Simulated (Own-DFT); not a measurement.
# Point defects and the pressure they add: D0_22 TiAl3

Source: density functional calculations with Own-DFT, an unreviewed in-house program that is no longer used. Nothing was measured or relaxed, and spin and spin-orbit coupling are left out.

Common settings: PBEsol; PseudoDojo norm-conserving scalar-relativistic files, made for PBE; cutoff 42 hartree; 4 x 4 x 4 k mesh centred on Gamma; cold (Marzari-Vanderbilt) smearing of 0.2 eV.

Keep in mind: forces on such cells failed a check on a denser k mesh; stress not checked against mesh or cutoff.

All runs share one cell, with vectors in Å (-2.365, -6.981, 4.326); (-7.667, 3.491, 1.442); (-2.950, -3.488, -7.241) and a volume of 625.4 Å³. The atoms are randomly displaced, by u rms on each axis. The defect's site can differ from row to row.

| cell | formula | u (Å) | P (GPa) |
|---|---|---|---|
| no defect | Al30Ti10 | 0.0209 | 0.09 |
| no defect | Al30Ti10 | 0.0469 | 0.64 |
| no defect | Al30Ti10 | 0.0481 | 0.72 |
| two Ti on an Al site each | Al28Ti12 | 0.0289 | 1.22 |
| two Ti on an Al site each | Al28Ti12 | 0.0420 | 1.49 |
| two Ti on an Al site each | Al28Ti12 | 0.0540 | 1.91 |
| two Al on a Ti site each | Al32Ti8 | 0.0281 | 1.20 |
| two Al on a Ti site each | Al32Ti8 | 0.0285 | 1.14 |
| two Al on a Ti site each | Al32Ti8 | 0.0545 | 1.76 |
| two Al vacancies | Al28Ti10 | 0.0267 | -0.60 |
| two Al vacancies | Al28Ti10 | 0.0294 | -0.60 |
| two Al vacancies | Al28Ti10 | 0.0513 | -0.09 |
| one Ti vacancy | Al30Ti9 | 0.0313 | ? |
| one Ti vacancy | Al30Ti9 | 0.0315 | 0.14 |
| one Ti vacancy | Al30Ti9 | 0.0493 | 0.52 |
| one Ti vacancy | Al30Ti9 | 0.0549 | 0.73 |

## Fit

P = P0 + c u² + a shift for each defect gives P0 = -0.01 GPa, c = 297 ± 11 GPa/Å² and a scatter of 0.04 GPa. The shifts, and each times the cell's volume:

- two Ti on an Al site each: 1.00 ± 0.03 GPa, 3.9 eV (2.0 eV for each of its 2 sites)
- two Al on a Ti site each: 0.92 ± 0.03 GPa, 3.6 eV (1.8 eV for each of its 2 sites)
- one Ti vacancy: -0.16 ± 0.03 GPa, -0.6 eV
- two Al vacancies: -0.84 ± 0.03 GPa, -3.3 eV (-1.6 eV for each of its 2 sites)

Against the defect-free cell, a freed cell would be larger where the shift is positive and smaller where it is negative (160.2 GPa Å³ is 1 eV). The atoms around the defects weren't relaxed, which would change these numbers.

## Withheld run

The question: what pressure belongs in the blank (one Ti vacancy, u = 0.0313 Å)?

From the fit: 0.12 ± 0.05 GPa. The hidden result is 0.07 GPa.
